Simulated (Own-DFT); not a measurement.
# How strain changes the stress of diamond silicon, 64 atoms (Si64)

Calculated results; nothing here was measured. They come from Own-DFT, an in-house plane-wave density functional program, since retired, whose code no person has reviewed. Each row is one single-point run on a periodic cell that was not relaxed, without spin or spin-orbit coupling.

Settings of every run: PBE; PseudoDojo norm-conserving scalar-relativistic files; cutoff 20 hartree; 3 x 3 x 3 k mesh centred on Gamma; Fermi-Dirac smearing of 0.1 eV.

Known limits: k mesh not checked against a denser one; stress not checked against mesh or cutoff.

Unstrained cell vectors in Å: (10.862, 0.000, 0.000); (0.000, 10.862, 0.000); (0.000, 0.000, 10.862). The unstrained cell has measured lattice constants (interpolated for alloys), not those of this functional. That, the random moves and any unrelaxed bonds set the pressure at no strain. Each run strains this cell uniformly, with the atoms carried along. Every atom was also moved at random, by a Gaussian of width 0.05 Å on each axis. Strain is the symmetric tensor, in per cent. Stress is positive in tension, and the pressure is minus a third of its trace.

```
run,e_xx (%),e_yy (%),e_zz (%),e_yz (%),e_xz (%),e_xy (%),s_xx (GPa),s_yy (GPa),s_zz (GPa),s_yz (GPa),s_xz (GPa),s_xy (GPa),P (GPa),E (meV/atom)
1,1.25,0.94,0.94,0.81,1.06,-0.21,0.57,0.34,0.20,1.03,1.99,-0.46,-0.37,0.0
2,-0.79,-1.36,-1.35,0.53,-0.86,1.03,-6.03,-6.51,-6.50,0.73,-1.62,2.22,6.34,33.4
3,-1.98,-1.59,-1.97,1.09,0.43,-1.76,-9.17,-8.93,-9.05,2.57,1.34,-5.18,9.05,59.5
4,1.73,1.70,-0.12,-1.87,0.14,0.53,0.72,0.81,-0.83,-3.80,0.03,1.71,-0.23,16.0
5,1.46,-1.24,-1.87,-1.93,1.56,-1.85,-2.70,-5.22,-5.85,-3.51,3.11,-4.07,4.59,40.6
6,1.36,0.01,0.66,0.43,-1.07,0.14,-0.46,-1.63,-0.99,1.46,-2.44,-0.82,1.03,27.1
7,-0.75,0.26,0.08,-1.85,1.39,1.48,-3.82,-2.96,-3.40,-4.75,2.41,3.09,3.39,37.5
8,-1.00,1.28,1.72,1.86,-1.42,1.11,-2.60,-0.65,-0.21,4.35,-3.12,3.10,1.15,27.8
9,-0.13,0.10,-1.10,-0.41,1.43,-1.46,-3.48,-3.32,-4.32,-0.57,3.59,-2.78,3.70,16.0
10,1.63,-0.69,-1.47,-0.40,0.80,-0.73,-1.56,-3.83,-4.41,-1.78,1.02,-1.35,3.27,20.7
11,-0.73,1.87,0.70,1.14,-0.22,0.56,-1.94,0.42,-0.75,2.29,-0.08,0.40,0.76,2.3
12,-0.90,1.25,1.94,-0.20,0.76,1.59,-1.99,-0.15,0.52,-0.20,1.22,3.50,0.54,11.6
13,-0.96,-0.61,-1.49,-0.14,0.08,0.02,-6.15,-5.63,-6.27,-0.63,0.07,0.61,6.02,42.0
14,-0.82,0.87,0.99,-1.71,-1.44,0.85,-2.85,-1.35,-1.15,-3.16,-3.00,1.12,1.79,20.6
15,-1.31,-1.29,-0.75,-1.85,-0.64,0.77,-6.30,-6.38,-5.90,-4.47,-1.50,1.40,6.19,29.9
16,1.55,0.04,0.11,0.17,1.24,-1.21,?,?,?,?,?,?,?,?
```

E is the free energy for each atom above the lowest run shown.

## Worked fit

Each stress component was fitted by least squares to a constant and the strains of the runs shown, as fractions, with shears doubled. Shear strains stay in the fit of a normal stress only where such slopes are resolved. The slopes, in GPa:

| stress | at no strain | per e_xx | per e_yy | per e_zz | scatter |
|---|---|---|---|---|---|
| s_xx | -2.9 | 164 ± 6 | 74 ± 12 | 71 ± 10 | 0.28 |
| s_yy | -2.9 | 74 ± 6 | 169 ± 11 | 67 ± 10 | 0.26 |
| s_zz | -2.9 | 72 ± 5 | 77 ± 10 | 155 ± 9 | 0.24 |

Each shear stress against twice its own strain: yz 99 ± 6, xz 99 ± 4, xy 126 ± 14 GPa. These are stiffnesses along x, y and z of the frame in which the cell vectors are given, which need not be the crystal's axes. The atoms are held to the strained lattice; where symmetry lets them move under strain, relaxing them would lower some slopes. The table should be nearly symmetric about its diagonal, and what it lacks of that shows the noise. A ninth of its sum, 103 ± 2 GPa, estimates the bulk modulus near the mean pressure of these runs, 3.1 GPa, so it lies above the value at zero pressure.

## Withheld run

Question: what normal stresses and pressure should run 16 give?

The fit gives s_xx = -0.3, s_yy = -1.7, s_zz = -1.6 and P = 1.2 GPa. The calculation gave -0.16, -1.59, -1.41 and P = 1.05 GPa.
